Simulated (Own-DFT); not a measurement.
Simulation results for Si3N4 (beta silicon nitride, atoms displaced)

Computed with Own-DFT development build. A calculation, not a measurement: plane-wave PBE density functional theory by an unreviewed code, no spin, of a simulated periodic cell, stress positive in tension, free energy of the whole cell less one offset for each atom, forces on such cells moved up to 12 meV/angstrom on a denser k mesh; offsets are fitted by least squares, one for each functional and potential file, so energies compare only between cells with the same atoms and settings and are not formation energies; the far tail of each file's local potential was reset to the Coulomb form; each entry is a single point on an unrelaxed cell, so the pressure reflects the starting lattice, mostly measured values (interpolated for alloys), from which strain is counted, and rises with the displacements; printed positions are rounded, which can move forces by about a meV/angstrom; the program, named Own-DFT, is a retired in-house code; no spin-orbit coupling; before rounding, a Quantum ESPRESSO 7.3.1 run of the same cell and cutoff gave forces within 1 meV/angstrom rms on each cell, which checks the program and not the settings.

Common to all runs: functional PBE; potential files PseudoDojo norm-conserving, scalar-relativistic, standard set; wave cutoff 42 hartree; occupations Fermi-Dirac; smearing width 0.1 eV; k mesh 2 x 2 x 4 centred on Gamma.

(1) Si3N4 (beta silicon nitride, atoms displaced)

```xyz
112
Lattice="15.2120 0.0000 0.0000 -7.6060 13.1740 0.0000 0.0000 0.0000 5.8180" Properties=species:S:1:pos:R:3 Si3N4
Si    -1.5958     5.0659     0.7423
Si     0.2022     2.6536     0.7393
Si     1.3959     5.4365     0.7685
Si     5.3751     1.5022     2.1852
Si     3.5949     3.9360     2.1429
Si     2.4192     1.1544     2.2044
N      2.4484     0.1922     0.6824
N      6.2216     1.9915     0.7232
N      2.7942     4.3891     0.7318
N      1.4215     6.3959     2.1932
N     -2.4061     4.6006     2.1760
N      1.0034     2.1610     2.1826
N     -0.0087     4.4042     0.7426
N      3.8054     2.1872     2.1700
Si    -1.5960     5.0617     3.6261
Si     0.2455     2.6477     3.6373
Si     1.3968     5.4797     3.6589
Si     5.4049     1.5190     5.0573
Si     3.5777     3.9504     5.1071
Si     2.4042     1.1534     5.0790
N      2.4125     0.2262     3.6329
N      6.2156     1.9653     3.6481
N      2.8081     4.4092     3.6180
N      1.3476     6.4048     5.0725
N     -2.4223     4.5877     5.1046
N      1.0188     2.2270     5.1027
N      0.0399     4.4121     3.6461
N      3.8086     2.1913     5.1013
Si    -5.4287    11.6901     0.7278
Si    -3.5945     9.2729     0.7267
Si    -2.3945    12.0225     0.7410
Si     1.5854     8.0925     2.2185
Si    -0.2109    10.5196     2.1833
Si    -1.3790     7.7603     2.1650
N     -1.3791     6.7921     0.7504
N      2.4439     8.6042     0.7390
N     -1.0273    10.9724     0.7423
N     -2.4128    12.9516     2.1920
N     -6.2196    11.2142     2.2062
N     -2.7960     8.7745     2.1945
N     -3.7953    10.9613     0.7066
N      0.0028     8.7680     2.1777
Si    -5.3994    11.6438     3.6236
Si    -3.6006     9.2056     3.6151
Si    -2.4043    12.0267     3.6452
Si     1.5994     8.0747     5.1106
Si    -0.1763    10.5156     5.0644
Si    -1.4215     7.7130     5.0881
N     -1.3875     6.7794     3.6455
N      2.4387     8.5543     3.6279
N     -1.0156    11.0098     3.6645
N     -2.4055    12.9676     5.1025
N     -6.1967    11.1938     5.0497
N     -2.7623     8.7275     5.0748
N     -3.8023    10.9491     3.6523
N     -0.0093     8.7656     5.0857
Si     6.0121     5.0627     0.7302
Si     7.8152     2.6195     0.7140
Si     9.0225     5.4901     0.7290
Si    13.0338     1.5314     2.1836
Si    11.2061     3.9328     2.1661
Si    10.0272     1.1353     2.1377
N     10.0235     0.1958     0.7255
N     13.8056     2.0129     0.7379
N     10.4098     4.4078     0.7750
N      8.9972     6.3598     2.1827
N      5.1549     4.6005     2.1610
N      8.6561     2.1947     2.1872
N      7.5992     4.3962     0.6811
N     11.4166     2.2080     2.2003
Si     5.9813     5.0793     3.6644
Si     7.8156     2.6653     3.6087
Si     8.9836     5.4539     3.6314
Si    13.0207     1.5182     5.0977
Si    11.1641     3.9043     5.1424
Si    10.0398     1.1318     5.0990
N     10.0105     0.2065     3.6387
N     13.8394     1.9720     3.6621
N     10.3712     4.4047     3.6288
N      8.9572     6.3901     5.0796
N      5.1880     4.6313     5.1121
N      8.6364     2.1733     5.1024
N      7.6100     4.3559     3.6419
N     11.4163     2.1806     5.1018
Si     2.2034    11.6511     0.7109
Si     3.9886     9.2205     0.7344
Si     5.2120    12.0213     0.7020
Si     9.2085     8.0848     2.1939
Si     7.3678    10.5063     2.1699
Si     6.2444     7.7399     2.1869
N      6.2075     6.7445     0.7029
N     10.0223     8.5810     0.7376
N      6.5986    10.9759     0.7259
N      5.1941    12.9900     2.2020
N      1.3926    11.2005     2.1748
N      4.8159     8.7556     2.1359
N      3.7908    10.9693     0.7132
N      7.6043     8.7925     2.1555
Si     2.1761    11.6441     3.6253
Si     4.0408     9.2223     3.6319
Si     5.1639    12.0250     3.6164
Si     9.1906     8.1033     5.0982
Si     7.4045    10.5050     5.0902
Si     6.2400     7.7374     5.0912
N      6.1927     6.7760     3.5957
N     10.0550     8.5671     3.5935
N      6.5856    10.9637     3.6038
N      5.1681    12.9373     5.0754
N      1.3812    11.1574     5.1242
N      4.8342     8.7848     5.0446
N      3.7778    10.9934     3.6514
N      7.6182     8.7958     5.0911
```

Results for Si3N4 (beta silicon nitride, atoms displaced): free energy of cell above offsets -19.444 eV; pressure 5.52 GPa; stress xx -5.01 GPa; stress yy -4.56 GPa; stress zz -6.98 GPa; stress yz 0.07 GPa; stress xz -0.42 GPa; stress xy -0.23 GPa.

Force:
```
element  x (eV/Å)  y (eV/Å)  z (eV/Å)
     Si     0.308     0.128    -0.627
     Si    -0.252     1.436    -0.186
     Si    -0.932    -0.216    -1.131
     Si     0.435     0.474    -0.397
     Si     0.324    -1.386     1.563
     Si     0.593    -0.008    -1.429
      N    -0.737     0.878     1.394
      N    -0.409    -0.728     0.174
      N    -1.378     1.146    -0.408
      N     0.217    -0.273    -0.119
      N    -0.504    -0.025     0.355
      N     0.494    -0.507    -0.224
      N     0.827    -0.595     0.106
      N     -0.61     0.501     0.056
     Si     0.737    -0.321     0.747
     Si    -1.186     1.756     0.249
     Si    -0.084    -1.639    -0.698
     Si    -0.775    -0.014     1.558
     Si     1.002    -1.522    -1.219
     Si     0.945     0.819     0.229
      N    -0.414    -1.027     0.081
      N     0.737     0.111     -1.22
      N    -0.709     0.753      0.39
      N      0.83    -0.962     1.817
      N     -0.36     0.224    -0.188
      N     0.722    -1.123     0.177
      N    -0.639    -0.824    -0.149
      N    -0.469     0.693    -0.164
     Si     1.411    -1.468     -0.31
     Si     0.399    -0.175    -0.422
     Si    -1.033     -0.61    -0.481
     Si      0.29     1.081    -1.025
     Si     0.153    -0.822     0.179
     Si    -0.158    -0.485      0.95
      N    -0.424    -0.283     -0.51
      N        -2    -1.653      0.04
      N     0.379     0.252    -0.617
      N     0.284     0.469    -0.001
      N    -1.164    -0.205     -1.33
      N     0.794      -0.7    -1.067
      N    -0.488     1.071     0.228
      N     0.095     0.988     0.122
     Si     1.542     0.409     0.161
     Si     0.816     1.759      1.05
     Si    -1.167    -0.767     0.437
     Si    -0.406     1.968    -0.261
     Si    -1.265    -1.612     1.436
     Si     1.806     0.092     0.223
      N    -0.362     0.134    -0.817
      N    -0.001    -0.262     0.856
      N     0.425     0.043    -0.992
      N     0.354      0.14     -0.13
      N    -1.368    -0.155     1.366
      N    -1.659     0.688     0.449
      N     0.337     0.385     -0.21
      N     0.224     0.304    -0.003
     Si     0.775    -0.945      0.26
     Si     0.035     1.983     0.415
     Si    -1.551    -2.542    -0.391
     Si    -1.448     0.164     0.734
     Si     0.409     -1.07     1.945
     Si     0.761     0.831     1.808
      N    -0.328    -0.518    -0.403
      N     0.887    -0.385    -0.333
      N    -1.265     1.227    -1.327
      N     0.251     1.446     0.162
      N     0.903     0.645     0.764
      N    -0.332      -0.5    -0.701
      N     1.155    -0.334     0.466
      N     0.073     -0.33    -0.268
     Si     0.942    -1.294    -1.198
     Si     0.274    -0.099     0.991
     Si    -0.518    -1.907     0.223
     Si    -1.043    -0.254    -0.036
     Si     0.867    -0.333    -1.696
     Si    -0.033     0.643    -0.717
      N    -0.377    -0.468    -0.421
      N     0.867     0.128    -0.522
      N      0.37     0.314     0.758
      N     0.671     0.581     0.116
      N    -1.174    -0.272    -0.379
      N     0.207    -0.484    -0.786
      N    -0.689     1.497    -0.195
      N     -0.11     0.188     0.129
     Si     0.993    -0.318     0.684
     Si     1.164     1.842    -1.257
     Si    -1.441    -0.463     0.983
     Si    -0.563     0.668    -0.729
     Si     1.355    -0.384     0.295
     Si    -0.466    -0.183    -1.365
      N      0.04     2.134     0.558
      N    -0.041    -0.587    -0.365
      N    -0.326     0.695    -0.556
      N     0.495     -0.37    -1.319
      N    -0.981    -0.155    -0.113
      N     0.854    -0.575     1.143
      N     0.911     0.004     0.167
      N     0.455    -0.499     0.245
     Si     1.108     0.378     0.687
     Si    -0.999     1.731    -1.046
     Si    -0.157    -0.888     0.187
     Si     0.651     0.739    -0.469
     Si     0.197     0.071    -0.835
     Si    -0.274    -0.208    -0.329
      N     0.144     0.711     1.157
      N    -1.485    -1.016     1.491
      N    -0.807     0.781     1.081
      N     0.829     1.347     0.254
      N     0.371     0.753     -1.27
      N     0.701    -0.897     1.688
      N     0.459    -1.137    -0.315
      N    -0.289    -0.421    -0.105
```

(2) Si3N4 (beta silicon nitride, atoms displaced)

```xyz
112
Lattice="15.2120 0.0000 0.0000 -7.6060 13.1740 0.0000 0.0000 0.0000 5.8180" Properties=species:S:1:pos:R:3 Si3N4
Si    -1.6219     5.0649     0.7527
Si     0.2241     2.6445     0.7412
Si     1.3858     5.4492     0.7203
Si     5.4172     1.5175     2.1786
Si     3.5778     3.9485     2.2106
Si     2.3896     1.1534     2.1549
N      2.3657     0.1877     0.7023
N      6.2624     1.9678     0.7330
N      2.8208     4.4081     0.7055
N      1.3703     6.3776     2.1388
N     -2.4426     4.6405     2.1664
N      1.0382     2.1791     2.1706
N      0.0223     4.4060     0.7161
N      3.8108     2.2237     2.1745
Si    -1.5930     5.0792     3.6561
Si     0.1943     2.6711     3.6092
Si     1.3967     5.4372     3.6480
Si     5.3972     1.5095     5.0797
Si     3.5953     3.9399     5.0546
Si     2.4467     1.1518     5.0951
N      2.4146     0.2114     3.6408
N      6.2245     1.9974     3.6297
N      2.7944     4.3851     3.6427
N      1.4117     6.3736     5.0657
N     -2.4164     4.6196     5.0797
N      1.0147     2.2271     5.0872
N     -0.0112     4.3863     3.6382
N      3.8082     2.1755     5.1123
Si    -5.4155    11.6639     0.7370
Si    -3.5659     9.2809     0.7360
Si    -2.4136    12.0343     0.7186
Si     1.6478     8.0624     2.1867
Si    -0.1867    10.5442     2.1744
Si    -1.3742     7.7521     2.2149
N     -1.4302     6.7829     0.7198
N      2.4110     8.5618     0.6785
N     -1.0285    10.9666     0.7512
N     -2.4373    12.9780     2.1565
N     -6.2269    11.2047     2.1904
N     -2.7968     8.7742     2.1217
N     -3.8304    10.9683     0.6814
N      0.0028     8.7647     2.1784
Si    -5.4097    11.6981     3.6789
Si    -3.5764     9.2565     3.6484
Si    -2.4162    12.0380     3.6562
Si     1.5991     8.1105     5.1030
Si    -0.1976    10.5453     5.1292
Si    -1.3631     7.7137     5.0822
N     -1.3767     6.8169     3.6289
N      2.4107     8.5583     3.6521
N     -1.0108    11.0099     3.6389
N     -2.4325    12.9419     5.0734
N     -6.2237    11.1888     5.0838
N     -2.7490     8.8306     5.1035
N     -3.8285    10.9882     3.6429
N     -0.0150     8.7816     5.0876
Si     5.9908     5.0550     0.6914
Si     7.8324     2.6692     0.7153
Si     9.0090     5.4465     0.7276
Si    13.0331     1.4878     2.1759
Si    11.1891     3.9100     2.1597
Si    10.0053     1.1678     2.1569
N     10.0471     0.1915     0.7098
N     13.8395     1.9891     0.7034
N     10.3679     4.3764     0.7277
N      8.9660     6.3816     2.1432
N      5.2009     4.5964     2.1778
N      8.6428     2.1751     2.1742
N      7.6012     4.3908     0.7162
N     11.3656     2.1840     2.1739
Si     5.9803     5.0772     3.6381
Si     7.8202     2.6693     3.6443
Si     9.0001     5.4548     3.6517
Si    13.0151     1.4865     5.1345
Si    11.2366     3.9065     5.0632
Si    10.0225     1.1238     5.0764
N     10.0410     0.1693     3.6268
N     13.8108     1.9755     3.6177
N     10.3923     4.4234     3.6338
N      9.0017     6.3779     5.0631
N      5.1879     4.5837     5.0825
N      8.6255     2.2017     5.0877
N      7.5900     4.4120     3.6541
N     11.4302     2.2142     5.0803
Si     2.2134    11.6711     0.7083
Si     4.0199     9.2670     0.7515
Si     5.1724    12.0633     0.7278
Si     9.2302     8.1186     2.1727
Si     7.4041    10.5254     2.2008
Si     6.2119     7.7118     2.1568
N      6.2295     6.7767     0.7553
N     10.0000     8.5829     0.7242
N      6.6001    10.9699     0.7725
N      5.2066    12.9143     2.1840
N      1.4114    11.1834     2.1606
N      4.8437     8.7727     2.1758
N      3.8064    10.9647     0.7202
N      7.5903     8.7927     2.1743
Si     2.2101    11.6511     3.6147
Si     4.0323     9.2405     3.6915
Si     5.1983    12.0259     3.6460
Si     9.2102     8.0984     5.0825
Si     7.3597    10.5256     5.0959
Si     6.2478     7.7684     5.0776
N      6.2150     6.7950     3.6305
N     10.0369     8.5754     3.6621
N      6.5899    10.9602     3.6197
N      5.2284    12.9669     5.0448
N      1.3951    11.1959     5.1067
N      4.7949     8.7690     5.0949
N      3.8118    10.9834     3.6087
N      7.6034     8.7779     5.1026
```

It finds free energy of cell above offsets -19.314 eV; pressure 5.54 GPa; stress xx -4.13 GPa; stress yy -4.91 GPa; stress zz -7.59 GPa; stress yz -0.6 GPa; stress xz -0.43 GPa; stress xy -0.67 GPa.

Force:
```
element  x (eV/Å)  y (eV/Å)  z (eV/Å)
     Si     1.532     0.281    -1.006
     Si     0.054     1.872    -1.049
     Si      0.22    -1.185    -0.797
     Si    -0.949     0.615    -0.258
     Si     1.244    -1.134    -1.854
     Si     2.051    -0.165     0.551
      N    -0.009     0.833     0.563
      N    -0.569    -0.583    -0.604
      N    -0.977     0.889     0.501
      N     0.705    -0.363      1.57
      N    -0.312    -0.411     1.214
      N    -0.803     0.123      0.39
      N    -0.956    -0.878     0.308
      N     -0.51    -0.769     0.091
     Si     0.181     0.068    -0.997
     Si     0.115     0.246       0.9
     Si    -0.848    -0.481    -0.983
     Si     0.162     0.284     0.496
     Si     0.444    -1.666     1.715
     Si    -0.919     0.548     -0.42
      N    -0.333     0.828    -0.395
      N     0.123     -0.56     0.258
      N    -1.258     1.183    -0.333
      N     0.168     0.559     0.531
      N    -0.096     0.043     0.524
      N     0.805    -1.129    -0.375
      N     0.488      0.33    -0.231
      N      0.23     0.962     -0.24
     Si     0.241    -1.157    -0.221
     Si    -1.571     0.056    -1.369
     Si    -1.093    -1.165      0.25
     Si    -1.615      1.53    -0.544
     Si    -0.156    -2.017     0.879
     Si    -0.066     0.406    -1.972
      N     0.035     0.114     0.507
      N      1.15     0.157     2.039
      N    -0.391     1.134    -0.357
      N     0.463    -0.042     0.721
      N     0.108     0.532     0.514
      N      0.82     -0.65     2.653
      N     0.816     1.108     0.487
      N      0.95     0.974     0.085
     Si     0.432    -1.365    -1.253
     Si    -0.223     0.877    -0.465
     Si    -0.896    -1.328    -1.652
     Si    -1.466     -0.09    -0.966
     Si    -0.362    -1.761     -1.12
     Si     -0.44     1.412     0.936
      N     -0.49    -1.367     0.356
      N      1.03     0.081    -0.445
      N     0.239     0.434     0.195
      N     0.592     1.523     0.851
      N    -1.061     0.127     0.673
      N     0.513    -1.126    -0.545
      N     0.858      0.08    -0.181
      N     0.747     0.548     0.113
     Si     1.227     0.099     1.245
     Si    -0.206      1.07       0.4
     Si    -1.057    -0.737    -0.651
     Si    -1.803     0.393     0.043
     Si     -0.19     -0.13     0.585
     Si      0.65    -0.886     0.593
      N    -0.305     0.481     0.175
      N     0.094    -0.502     1.329
      N     0.531     0.224    -0.885
      N     0.746     0.585     1.339
      N    -0.892     0.132    -0.025
      N    -0.809     0.113     0.271
      N     0.242    -0.065    -0.005
      N     1.992    -0.076    -0.082
     Si     1.445    -0.047    -0.502
     Si    -0.126     1.301    -0.522
     Si    -0.909    -0.783    -1.445
     Si    -0.679     1.311    -2.152
     Si    -1.257      0.39     0.548
     Si     0.489     1.281      -0.3
      N    -0.441     1.127    -0.338
      N     0.589    -0.199     0.599
      N     0.331    -0.123    -0.223
      N     0.379     0.584     1.107
      N    -0.569     0.188    -0.423
      N     1.003    -1.204    -0.221
      N     0.451    -0.586    -0.152
      N    -0.275    -1.501     0.115
     Si     0.872    -0.901     0.409
     Si    -0.244    -0.137    -0.292
     Si     0.373    -2.507    -0.535
     Si    -1.584     0.058     0.427
     Si     0.657    -1.628    -0.396
     Si      1.07     1.114     0.937
      N    -0.577     -0.17    -1.996
      N     1.414     0.154    -0.316
      N    -1.477     1.501    -1.467
      N      0.38     2.252    -0.015
      N    -0.445     0.324     0.064
      N     -0.79    -0.169     0.789
      N     0.032     1.043    -0.139
      N     0.594    -0.318     0.198
     Si     0.606    -0.745     0.465
     Si    -0.756     0.908    -2.278
     Si    -0.311    -1.755    -0.894
     Si    -0.668     0.444     0.495
     Si     1.238    -1.102     0.425
     Si    -0.465    -0.902     0.575
      N    -0.524    -0.011     0.379
      N     0.319     -0.36    -0.907
      N    -1.073     1.188     1.126
      N     0.122     0.124     1.751
      N    -0.286     0.245    -0.822
      N     1.394    -0.822     1.125
      N    -0.005     -0.46     0.423
      N     0.342     0.828    -0.191
```
